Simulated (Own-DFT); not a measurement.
# Reading a pressure off an energy slope: corundum Al2O3, 78 atoms (Al32O46), with two O vacancies

Calculated, not measured. Each geometry was run twice at fixed positions with Own-DFT, a retired in-house plane-wave program that no person has reviewed: with PBE, and with HSE06 (exact exchange share 0.25 at short range, screening 0.11 per bohr, Gygi-Baldereschi treatment of its divergence). Both used PseudoDojo norm-conserving files made for PBE, a cutoff of 48 hartree, the Gamma point alone, fixed occupations, a neutral cell and no spin. With Gamma alone and a thickness of 7.9 Å, finite-size errors remain in every number. The oxygen file's force components were 24 meV/Å off all-electron values in a glass.

Unstrained cell vectors in Å: (5.494, 0.000, 8.660); (-2.747, 4.758, 8.660); (-2.747, -4.758, 8.660), volume V0 = 679.1 Å³, from measured lattice constants. Each geometry has its own random strain of a few per cent, its own defect sites and random moves of rms u per axis. HSE06 gave the energy alone. D is its energy less that of PBE, over the lowest D shown. The PBE stress wasn't checked against mesh or cutoff.

```
run  V - V0 (Å³)   u (Å)  P with PBE (GPa)  D (eV)
  1         -5.8  0.0318              9.55   0.754
  2          5.7  0.0503              6.86   1.341
  3          4.0  0.0301              5.32   1.194
  4         11.4  0.0500              4.49   1.648
  5         30.6  0.0313             -2.30   2.202
  6          5.1  0.0508              7.62   1.298
  7          0.5  0.0513              9.55   1.160
  8          3.3  0.0450              7.30   1.299
  9         10.9  0.0478              4.78   1.584
 10         -6.5  0.0302              9.41   0.768
 11         23.9  0.0510              1.70   2.059
 12        -26.0  0.0489             19.98   0.000
 13          2.9  0.0500              8.74       ?
```

## What the rows give

D = 0.94 + 0.0406 (V - V0) + 73 u² eV, with an error of 0.0010 on the volume slope, 20 on the last term and a scatter of 0.05 eV. Pressure is -dE/dV, and 1 eV/Å³ is 160.2 GPa, so HSE06 changes the pressure by -6.5 ± 0.2 GPa. With the ions held to the strained lattice, the PBE pressure falls by 244 ± 11 GPa per unit of volume strain; the shape of the strain isn't fitted, so the true error is larger, and a relaxed crystal would be softer. On that slope HSE06's volume at a given pressure is about 2.7 % smaller, or 0.9 % in lengths. At u = 0 and V0 the PBE pressure is 6.2 GPa, which puts the zero-pressure volume, against the measured cell and with the defects in, at +2.6 % for PBE and -0.1 % for HSE06, each good to a few tenths of a per cent.

## The run left out

Question: what D should run 13 give?

The fitted form gives 1.24 eV, with rows scattering by 0.05. DFT gave 1.211 eV.
